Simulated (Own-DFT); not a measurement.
# Strain and stress in 4H SiC, 72 atoms (C36Si36)

These are calculations, not measurements. They come from Own-DFT, an in-house plane-wave density functional program, since retired, whose code no person has reviewed. Each row is one single-point run on a periodic cell that was not relaxed, without spin or spin-orbit coupling.

Settings of every run: PBE; PseudoDojo norm-conserving scalar-relativistic files; cutoff 42 hartree; 4 x 4 x 3 k mesh centred on Gamma; Fermi-Dirac smearing of 0.1 eV.

Known limits: forces on such cells passed a denser k mesh, each cell not checked; stress not checked against mesh or cutoff.

Unstrained cell vectors in Å: (9.248, 0.000, 0.000); (-4.624, 8.009, 0.000); (0.000, 0.000, 10.068). The unstrained cell has measured lattice constants (interpolated for alloys), not those of this functional. That, the random moves and any unrelaxed bonds set the pressure at no strain. Each run strains this cell uniformly, with the atoms carried along. Every atom was also moved at random, by a Gaussian of width 0.05 Å on each axis. Strain is the symmetric tensor, in per cent. Stress is positive in tension, and the pressure is minus a third of its trace.

```
run,e_xx (%),e_yy (%),e_zz (%),e_yz (%),e_xz (%),e_xy (%),s_xx (GPa),s_yy (GPa),s_zz (GPa),s_yz (GPa),s_xz (GPa),s_xy (GPa),P (GPa),E (meV/atom)
1,1.41,-1.34,1.46,-0.80,1.40,1.95,0.93,-10.83,3.02,-2.12,4.06,8.86,2.29,38.3
2,-1.33,1.87,1.74,1.64,-1.03,-1.30,-11.64,5.12,2.47,5.28,-3.76,-6.24,1.35,39.7
3,0.70,0.85,-0.94,-0.71,-0.72,1.19,-0.81,-0.25,-10.76,-1.46,-2.54,5.92,3.94,26.4
4,-0.11,-0.29,1.47,1.58,1.07,-0.74,-4.51,-5.98,1.96,4.52,3.45,-3.43,2.84,18.2
5,0.51,1.34,1.07,-0.59,0.29,-0.94,1.07,2.45,0.95,-1.55,0.74,-3.44,-1.49,0.0
6,0.81,0.62,1.10,0.24,0.38,-1.23,-0.31,-0.17,1.37,0.97,1.07,-5.37,-0.30,8.1
7,0.92,0.09,-1.77,0.49,1.65,-0.30,0.42,-4.88,-17.59,0.75,4.81,0.15,7.35,34.6
8,-1.46,-1.04,-1.18,-1.93,-1.49,-0.39,-15.12,-10.20,-17.79,-7.01,-5.68,-0.82,14.37,46.0
9,-1.57,-0.58,-1.63,-1.46,-1.99,-0.85,-16.69,-11.65,-16.32,-4.79,-7.63,-4.24,14.89,67.6
10,-0.75,-0.32,0.29,-1.03,-0.54,1.54,-9.76,-6.32,-5.86,-3.82,-2.00,7.66,7.31,27.2
11,0.91,1.73,0.38,-1.42,1.16,-1.30,2.22,4.37,-4.15,-5.37,3.14,-5.41,-0.81,27.0
12,-1.11,-0.91,-0.49,-1.97,1.60,-0.38,-13.09,-11.12,-10.09,-7.38,5.72,0.15,11.43,34.5
13,0.14,-0.34,1.80,-1.04,-0.29,1.05,-3.00,-6.14,2.82,-3.24,-1.40,4.01,2.11,21.2
14,0.29,0.39,0.38,-1.75,1.82,-1.09,-3.28,-2.65,-4.04,-5.82,6.49,-5.76,3.32,27.3
15,1.80,-1.55,-0.19,1.03,0.59,0.87,3.71,-12.97,-8.14,3.51,2.82,3.76,5.80,33.3
16,1.27,-0.48,0.05,-0.58,1.82,0.88,2.43,-7.60,-7.46,-0.90,6.30,3.12,4.21,42.7
17,0.20,1.28,1.22,-0.45,-0.47,1.84,?,?,?,?,?,?,?,?
```

E is the free energy for each atom above the lowest run shown.

## Worked fit

Each stress component was fitted by least squares to a constant and the strains of the runs shown, as fractions, with shears doubled. Shear strains stay in the fit of a normal stress only where such slopes are resolved. The slopes, in GPa:

```
stress,at no strain,per e_xx,per e_yy,per e_zz,scatter
s_xx,-5.2,604 ± 23,107 ± 24,36 ± 22,0.93
s_yy,-5.1,44 ± 21,532 ± 22,54 ± 20,0.86
s_zz,-7.0,65 ± 29,46 ± 31,598 ± 28,1.21
```

Each shear stress against twice its own strain: yz 160 ± 7, xz 175 ± 8, xy 234 ± 15 GPa. These are stiffnesses along x, y and z of the frame in which the cell vectors are given, which need not be the crystal's axes. The atoms are held to the strained lattice; where symmetry lets them move under strain, relaxing them would lower some slopes. The table should be nearly symmetric about its diagonal, and what it lacks of that shows the noise. A ninth of its sum, 232 ± 5 GPa, estimates the bulk modulus near the mean pressure of these runs, 4.9 GPa, so it lies above the value at zero pressure.

## Withheld run

Question: what normal stresses and pressure should run 17 give?

The fit gives s_xx = -2.2, s_yy = 2.4, s_zz = 1.0 and P = -0.4 GPa. The calculation gave -2.37, 2.91, -1.29 and P = 0.25 GPa.
